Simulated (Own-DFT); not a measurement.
## Calculated data, SiC (4H silicon carbide, atoms displaced), GaN (wurtzite, strained, atoms displaced)

A calculation, not a measurement: plane-wave PBE density functional theory by an unreviewed code, no spin, of a simulated periodic cell, stress positive in tension, free energy of the whole cell less one offset for each atom, forces on such cells passed a denser k mesh, this cell's mesh not checked; offsets are fitted by least squares, one for each functional and potential file, so energies compare only between cells with the same atoms and settings and are not formation energies; the far tail of each file's local potential was reset to the Coulomb form; each entry is a single point on an unrelaxed cell, so the pressure reflects the starting lattice, mostly measured values (interpolated for alloys), from which strain is counted, and rises with the displacements; printed positions are rounded, which can move forces by about a meV/angstrom; the program, named Own-DFT, is a retired in-house code; no spin-orbit coupling. Program: Own-DFT development build.

Common to all runs: functional PBE.

(1) SiC (4H silicon carbide, atoms displaced)

```
cell vectors (Å)
  12.3308     0.0000     0.0000
  -6.1654    10.6788     0.0000
   0.0000     0.0000    10.0681
atoms (fractions of the cell vectors)
Si  0.00042  0.00154  0.40377
Si  0.07971  0.16317  0.15343
C   0.99823  0.99507  0.09343
C   0.07800  0.16223  0.34153
Si  0.00077  0.25110  0.40181
Si  0.08301  0.41863  0.16125
C   0.00209  0.24826  0.09352
C   0.08526  0.41962  0.34073
Si  0.99901  0.50052  0.40640
Si  0.08399  0.66496  0.15296
C   0.99883  0.50209  0.09364
C   0.08778  0.67170  0.34503
Si  0.00018  0.75029  0.40665
Si  0.08596  0.91463  0.15890
C   0.99932  0.74888  0.09245
C   0.08230  0.91082  0.34468
Si  0.25035  0.99816  0.41079
Si  0.33505  0.16711  0.15485
C   0.24751  0.00092  0.09308
C   0.33678  0.16993  0.34306
Si  0.25065  0.24924  0.40557
Si  0.33547  0.41595  0.15522
C   0.25061  0.24887  0.09228
C   0.33017  0.41565  0.34223
Si  0.25525  0.49891  0.40737
Si  0.33164  0.66239  0.15743
C   0.24716  0.49728  0.09477
C   0.33256  0.66226  0.34710
Si  0.24619  0.74935  0.40508
Si  0.33663  0.91819  0.15569
C   0.25166  0.75030  0.09322
C   0.33362  0.91768  0.34389
Si  0.50025  0.99917  0.40571
Si  0.58699  0.16552  0.15802
C   0.50063  0.00084  0.09366
C   0.58427  0.16334  0.34267
Si  0.49554  0.24676  0.40845
Si  0.58634  0.42407  0.15348
C   0.49756  0.24837  0.08665
C   0.59014  0.41865  0.34348
Si  0.49659  0.49903  0.40632
Si  0.57852  0.66318  0.15686
C   0.49968  0.50402  0.09031
C   0.58266  0.66728  0.34657
Si  0.50597  0.75232  0.40437
Si  0.58380  0.91499  0.15880
C   0.50138  0.75002  0.09031
C   0.58333  0.91903  0.34330
Si  0.75160  0.99786  0.39999
Si  0.83786  0.16954  0.15716
C   0.74601  0.99739  0.09908
C   0.83437  0.17344  0.33972
Si  0.74624  0.24524  0.41287
Si  0.83732  0.41792  0.15732
C   0.75024  0.24810  0.09528
C   0.83025  0.41430  0.34427
Si  0.74893  0.50466  0.40795
Si  0.83405  0.66603  0.15518
C   0.74884  0.50029  0.09526
C   0.83500  0.66817  0.34368
Si  0.74994  0.74988  0.40824
Si  0.83002  0.91072  0.15464
C   0.75690  0.75455  0.08968
C   0.83095  0.91610  0.34966
Si  0.00371  0.00273  0.90959
Si  0.91723  0.83212  0.65176
C   0.00122  0.00561  0.59680
C   0.91802  0.83125  0.84615
Si  0.99699  0.74412  0.90543
Si  0.91844  0.58364  0.65475
C   0.00085  0.74925  0.59613
C   0.92432  0.58750  0.84356
Si  0.99585  0.49469  0.90726
Si  0.91882  0.33449  0.65737
C   0.00228  0.50081  0.58862
C   0.92024  0.33710  0.84450
Si  0.00000  0.25008  0.90735
Si  0.92114  0.08492  0.65519
C   0.00008  0.25173  0.58961
C   0.91863  0.08087  0.84463
Si  0.74826  0.99763  0.90747
Si  0.66515  0.83013  0.65227
C   0.75146  0.00379  0.59321
C   0.66788  0.83654  0.84577
Si  0.75043  0.75182  0.90847
Si  0.66511  0.58158  0.65425
C   0.75033  0.75078  0.59059
C   0.66650  0.58191  0.83853
Si  0.75257  0.50526  0.90422
Si  0.66990  0.33385  0.65883
C   0.75002  0.49987  0.59134
C   0.66360  0.33604  0.84401
Si  0.74812  0.24915  0.90376
Si  0.66692  0.08021  0.65936
C   0.74783  0.25017  0.59281
C   0.67079  0.08821  0.84934
Si  0.50110  0.00356  0.90382
Si  0.41019  0.83025  0.65465
C   0.49661  0.99654  0.58900
C   0.41766  0.83315  0.84564
Si  0.49783  0.74828  0.90493
Si  0.41726  0.58668  0.65740
C   0.50389  0.75081  0.59592
C   0.41621  0.58456  0.85001
Si  0.50103  0.50335  0.90336
Si  0.40882  0.32492  0.65851
C   0.50264  0.50164  0.59406
C   0.41743  0.33257  0.83863
Si  0.49987  0.25340  0.90724
Si  0.41734  0.08439  0.65867
C   0.50275  0.25346  0.59419
C   0.41388  0.08037  0.84641
Si  0.25105  0.99967  0.90324
Si  0.16545  0.82978  0.65800
C   0.24833  0.00212  0.59205
C   0.16583  0.83288  0.84603
Si  0.25016  0.75293  0.90783
Si  0.16662  0.58712  0.65518
C   0.25030  0.74704  0.58658
C   0.16998  0.58292  0.83898
Si  0.25114  0.50178  0.90903
Si  0.16258  0.33406  0.65274
C   0.25168  0.49945  0.59455
C   0.15722  0.33173  0.84723
Si  0.25272  0.25216  0.90874
Si  0.16621  0.08474  0.65829
C   0.24654  0.24749  0.59370
C   0.16549  0.08415  0.83780
```

It was run with potential files PseudoDojo norm-conserving, scalar-relativistic, standard set, wave cutoff 42 hartree, occupations Fermi-Dirac, smearing width 0.1 eV, hardware one NVIDIA H200 and k mesh 3 x 3 x 3 centred on Gamma.

Results for SiC (4H silicon carbide, atoms displaced): free energy of cell above offsets -18.956 eV; pressure 3.77 GPa; stress xx -3.21 GPa; stress yy -3 GPa; stress zz -5.11 GPa; stress yz -0.31 GPa; stress xz 0.07 GPa; stress xy -0.24 GPa; wall time 526.8 s.

Force:
```tsv
element	x (eV/Å)	y (eV/Å)	z (eV/Å)
Si	0.216	-0.99	0.875
Si	0.881	-0.042	0.225
C	0.105	0.595	0.697
C	0.959	1.2	-0.067
Si	-0.561	0.179	0.139
Si	0.283	-0.611	-1.527
C	-0.859	0.764	0.085
C	0.301	-0.216	1.584
Si	0.029	-0.018	-0.948
Si	-0.348	1.161	0.754
C	0.95	-0.732	-0.166
C	-1.215	-1.578	-0.746
Si	0.247	-0.593	0.18
Si	-0.811	-0.189	-0.655
C	0.579	-0.241	0.21
C	-0.412	1.748	0.312
Si	-0.307	0.435	-1.326
Si	-0.135	-0.15	-0.088
C	1.093	-0.195	-0.124
C	-0.86	-1.13	0.056
Si	-0.657	-0.345	-0.165
Si	-1.034	-0.21	-0.217
C	-0.183	0.112	0.629
C	1.356	-0.51	-0.01
Si	-1.888	0.319	0.129
Si	0.216	0.763	0.022
C	0.373	0.203	0.016
C	0.128	1.325	-0.391
Si	1.853	0.339	-0.738
Si	-0.832	-0.06	-0.006
C	-0.037	-0.205	0.327
C	0.219	-0.328	0.094
Si	-0.395	0.029	-0.308
Si	-1.014	0.352	-0.603
C	0.424	-0.232	-0.226
C	-1.016	0.424	0.812
Si	1.839	1.127	-0.531
Si	-0.008	-1.848	0.477
C	0.754	0.915	1.986
C	-2.401	-0.593	-0.21
Si	1.11	-0.13	0.214
Si	0.901	1.754	-0.169
C	0.531	-0.952	0.174
C	0.726	-0.511	-0.86
Si	-1.766	-0.189	0.657
Si	-0.89	0.036	-0.752
C	-0.538	-0.3	0.962
C	0.658	-0.751	0.29
Si	-1.393	1.812	1.244
Si	-0.717	-0.788	-0.552
C	1.214	0.607	-0.797
C	0.804	-1.403	1.194
Si	0.04	1.216	-1.863
Si	-1.466	-0.828	0.309
C	0.36	0.921	-0.888
C	0.175	0.619	0.56
Si	1.6	-0.835	-0.594
Si	0.05	0.388	0.155
C	0.835	0.383	-0.983
C	-0.385	0.243	0.088
Si	0.147	-0.124	-0.724
Si	-0.061	1.783	0.791
C	-1.21	-2.382	1.153
C	1.265	-0.618	-1.541
Si	-0.065	-1.26	-0.934
Si	-0.386	0.813	1.396
C	1.063	-1.593	-1.388
C	-0.435	0.354	-0.735
Si	0.074	2.173	0.527
Si	-0.226	-0.356	-0.065
C	-0.076	0.063	-0.841
C	-1.023	-2.15	-0.459
Si	1.163	2.012	-0.262
Si	-0.423	0.003	-0.711
C	-0.425	-0.066	1.244
C	-0.837	-1.682	-0.195
Si	-0.726	-0.94	0.187
Si	-1.572	0.129	0.481
C	-0.149	-0.273	0.142
C	-1.015	0.628	0.204
Si	0.543	0.901	0.521
Si	0.557	1.706	1.168
C	0.69	-0.931	-0.407
C	-0.146	-1.277	-0.743
Si	0.374	-0.051	-1.444
Si	0.483	0.405	-0.283
C	0.312	-0.557	0.691
C	-0.386	0.971	1.151
Si	0.346	-0.67	0.308
Si	-1.103	0.359	-0.676
C	0.332	0.272	0.937
C	1.297	-0.058	0.219
Si	0.098	1.46	1.046
Si	-0.734	0.475	-0.499
C	0.927	-0.433	1.559
C	-0.377	-1.426	-1.192
Si	0.533	-0.838	0.825
Si	1.626	0.601	0.256
C	0.23	0.49	1.524
C	-0.661	0.456	-0.644
Si	0.519	1.001	0.277
Si	0.634	-0.894	0.132
C	-1.485	-0.091	-0.768
C	0.205	-0.428	-1.314
Si	0.375	-0.69	-0.357
Si	0.829	1.969	-1.327
C	-1.274	-1.031	0.055
C	-0.884	0.561	1.696
Si	0.18	-0.895	-0.885
Si	-0.04	-0.201	-0.786
C	-0.213	-0.963	0.316
C	0.458	1.249	-0.67
Si	-1.246	-0.027	0.606
Si	0.145	0.948	-0.313
C	0.626	-0.605	1.222
C	0.083	-0.076	-0.369
Si	0.624	-0.876	-0.424
Si	0.889	-1.312	-0.366
C	-1.02	0.626	1.335
C	-1.16	0.545	1.377
Si	-0.658	-0.826	-0.529
Si	0.813	-0.025	1.172
C	-0.447	0.421	-0.163
C	2.846	1.008	-0.928
Si	-1.004	-0.393	-1.23
Si	-0.175	-0.45	-1.023
C	-0.238	0.523	-0.349
C	0.919	0.295	2.081
```

(2) GaN (wurtzite, strained, atoms displaced)

```
cell vectors (Å)
  12.7560     0.0000     0.0000
  -4.7835     8.2853     0.0000
   0.0000     0.0000    10.3182
atoms (fractions of the cell vectors)
Ga  0.07876  0.21700  0.00041
Ga  0.16999  0.10263  0.25320
N   0.08295  0.22140  0.18094
N   0.17099  0.11933  0.44421
Ga  0.09255  0.23334  0.49751
Ga  0.17136  0.11676  0.75036
N   0.07953  0.21578  0.68586
N   0.17333  0.12041  0.94019
Ga  0.08157  0.54938  0.00143
Ga  0.17618  0.45799  0.25265
N   0.08335  0.55793  0.18913
N   0.16900  0.44767  0.43475
Ga  0.08560  0.55216  0.50247
Ga  0.17269  0.44954  0.73941
N   0.08491  0.55408  0.67869
N   0.16508  0.44387  0.93832
Ga  0.07574  0.87829  0.99774
Ga  0.15912  0.77240  0.24903
N   0.08044  0.89143  0.18953
N   0.17066  0.77228  0.44383
Ga  0.07983  0.89625  0.49809
Ga  0.17347  0.77721  0.75263
N   0.08390  0.88880  0.68646
N   0.16809  0.78146  0.94154
Ga  0.33975  0.23211  0.00402
Ga  0.41841  0.11209  0.24854
N   0.33792  0.22231  0.19617
N   0.41897  0.11425  0.44163
Ga  0.33068  0.21932  0.50125
Ga  0.41702  0.10642  0.74740
N   0.33208  0.22487  0.68660
N   0.41407  0.11488  0.94343
Ga  0.32642  0.55279  0.00212
Ga  0.41853  0.44078  0.25480
N   0.33142  0.55790  0.18616
N   0.41677  0.44379  0.44185
Ga  0.33217  0.55426  0.49863
Ga  0.41065  0.44282  0.74235
N   0.33002  0.55971  0.68316
N   0.41668  0.44958  0.93267
Ga  0.34287  0.89280  0.99528
Ga  0.41486  0.76812  0.24284
N   0.34151  0.89212  0.19207
N   0.41715  0.78065  0.43846
Ga  0.33516  0.88713  0.50489
Ga  0.42154  0.78892  0.74624
N   0.33849  0.89233  0.67770
N   0.42134  0.77957  0.94709
Ga  0.57306  0.22210  0.99094
Ga  0.67062  0.10599  0.24595
N   0.57870  0.22534  0.18874
N   0.66250  0.11316  0.43331
Ga  0.58421  0.22999  0.49700
Ga  0.66510  0.10380  0.75132
N   0.57980  0.21543  0.69072
N   0.66177  0.09872  0.93281
Ga  0.58530  0.54627  0.99941
Ga  0.66695  0.43857  0.25701
N   0.58847  0.55528  0.18945
N   0.66674  0.44797  0.44166
Ga  0.59106  0.55504  0.50171
Ga  0.66441  0.43279  0.75551
N   0.58482  0.56413  0.68463
N   0.66718  0.45354  0.94006
Ga  0.58455  0.88299  0.99486
Ga  0.66298  0.77940  0.23924
N   0.58224  0.88070  0.18854
N   0.66595  0.78036  0.44061
Ga  0.57973  0.89340  0.49735
Ga  0.67038  0.78733  0.74897
N   0.57357  0.87875  0.69148
N   0.66807  0.77747  0.93500
Ga  0.83017  0.21915  0.99667
Ga  0.91805  0.10176  0.24371
N   0.83179  0.21133  0.19733
N   0.91556  0.11749  0.43615
Ga  0.83476  0.22938  0.50122
Ga  0.92174  0.10581  0.74384
N   0.82911  0.22256  0.68432
N   0.91666  0.11785  0.93468
Ga  0.83189  0.54976  0.00263
Ga  0.91408  0.44389  0.24854
N   0.83516  0.56004  0.19178
N   0.91307  0.45660  0.43690
Ga  0.83113  0.56058  0.50125
Ga  0.92058  0.44753  0.74362
N   0.82977  0.55877  0.68659
N   0.91456  0.43689  0.94164
Ga  0.82852  0.87825  0.00592
Ga  0.91204  0.77829  0.24754
N   0.83217  0.88955  0.19140
N   0.91100  0.76867  0.44252
Ga  0.84233  0.88274  0.50497
Ga  0.92061  0.78562  0.75227
N   0.84677  0.90148  0.69119
N   0.91636  0.78101  0.94202
```

It was run with potential files PseudoDojo norm-conserving, scalar-relativistic, standard set with the stringent files for Ga, wave cutoff 96 hartree, occupations Gaussian, smearing width 0.01 eV and k mesh 3 x 4 x 3 centred on Gamma.

Results for GaN (wurtzite, strained, atoms displaced): free energy of cell above offsets -4.439 eV; pressure 8.06 GPa; stress xx -8.41 GPa; stress yy -7.25 GPa; stress zz -8.53 GPa; stress yz -0.72 GPa; stress xz 0.94 GPa; stress xy -0.25 GPa.

Force:
```tsv
element	x (eV/Å)	y (eV/Å)	z (eV/Å)
Ga	0.537	0.475	-0.914
Ga	-1.086	1.777	-0.481
N	0.83	0.363	2.048
N	-0.559	-1.276	-1.279
Ga	-1.831	-1.299	-0.078
Ga	-0.526	-0.795	0.51
N	1.418	1.824	-0.306
N	-0.285	-1.208	-0.058
Ga	0.046	0.515	-0.194
Ga	-1.565	-2.07	-0.94
N	-0.034	-0.775	-0.107
N	0.053	0.066	0.472
Ga	-1.362	0.49	-2.193
Ga	-1.366	-1.504	1.762
N	-0.039	0.307	2.579
N	-0.062	-0.051	-0.959
Ga	1.144	2.278	0.367
Ga	1.384	1.184	0.765
N	0.231	-1.022	-0.08
N	-1.513	0.975	-0.907
Ga	1.563	-1.225	0.351
Ga	-1.144	0.142	-0.752
N	0.665	0.173	0.612
N	0.698	-0.681	-0.432
Ga	-1.382	-0.265	0.009
Ga	0.364	-0.898	1.166
N	-0.987	0.098	-0.971
N	-0.531	-0.331	-0.181
Ga	1.439	0.661	-0.234
Ga	-1.194	0.9	0.244
N	0.936	-0.543	0.309
N	-0.296	-0.851	-1.757
Ga	0.931	0.074	-0.951
Ga	-0.051	0.806	-0.152
N	1.6	-1.236	0.125
N	0.143	0.058	-0.065
Ga	0.83	1.049	-0.535
Ga	1.023	1.218	0.446
N	1.117	0.615	0.469
N	0.279	-0.023	0.689
Ga	-1.458	-0.249	1.785
Ga	-0.169	2.016	1.476
N	-1.452	-0.606	-0.929
N	0.009	-0.965	-0.593
Ga	-0.305	0.522	-3.513
Ga	-1.312	-2.319	1.47
N	-0.713	-0.282	3.73
N	-0.766	-0.787	-1.897
Ga	2.684	0.403	1.669
Ga	-1.881	-0.141	0.387
N	1.886	-0.246	-1.017
N	0.446	0.375	0.732
Ga	0.339	-1.175	0.42
Ga	0.016	0.366	-1.106
N	0.469	0.415	-0.186
N	-0.644	1.599	1.276
Ga	-2.924	1.879	0.486
Ga	-0.211	0.594	-0.931
N	-0.646	-0.357	-0.199
N	0.931	-0.508	-0.471
Ga	-2.437	1.444	-0.141
Ga	-0.71	1.633	-1.259
N	0.446	-1.014	1.312
N	2.185	-2.11	-0.641
Ga	0.147	0.185	1.028
Ga	1.463	-1.026	2.524
N	-1.166	1.186	-1.156
N	0.72	0.096	-0.325
Ga	1.201	-0.375	-0.054
Ga	0.578	-0.991	-0.574
N	2.448	2.034	-1.165
N	0.374	-0.629	0.543
Ga	-0.017	-0.736	0.767
Ga	-0.048	2.008	1.529
N	0.076	1.55	-1.924
N	1.502	-0.613	0.305
Ga	-0.394	-0.427	-1.312
Ga	-1.9	2.612	1.428
N	0.759	-0.147	0.938
N	0.279	-1.538	0.12
Ga	0.193	0.472	-0.138
Ga	0.611	-0.527	0.473
N	-0.311	-0.762	-0.565
N	1.563	-1.02	0.209
Ga	0.468	-1.305	0.551
Ga	-0.812	-0.373	0.492
N	0.634	-0.102	1.191
N	-0.496	1.177	-0.839
Ga	-0.309	1.718	-1.038
Ga	0.593	-0.094	0.872
N	-0.045	-1.185	-0.711
N	1.275	1.724	-1.694
Ga	-3.351	1.901	-0.74
Ga	0.428	-1.14	0.098
N	-1.514	-2.821	-0.682
N	-0.15	-1.332	-0.408
```
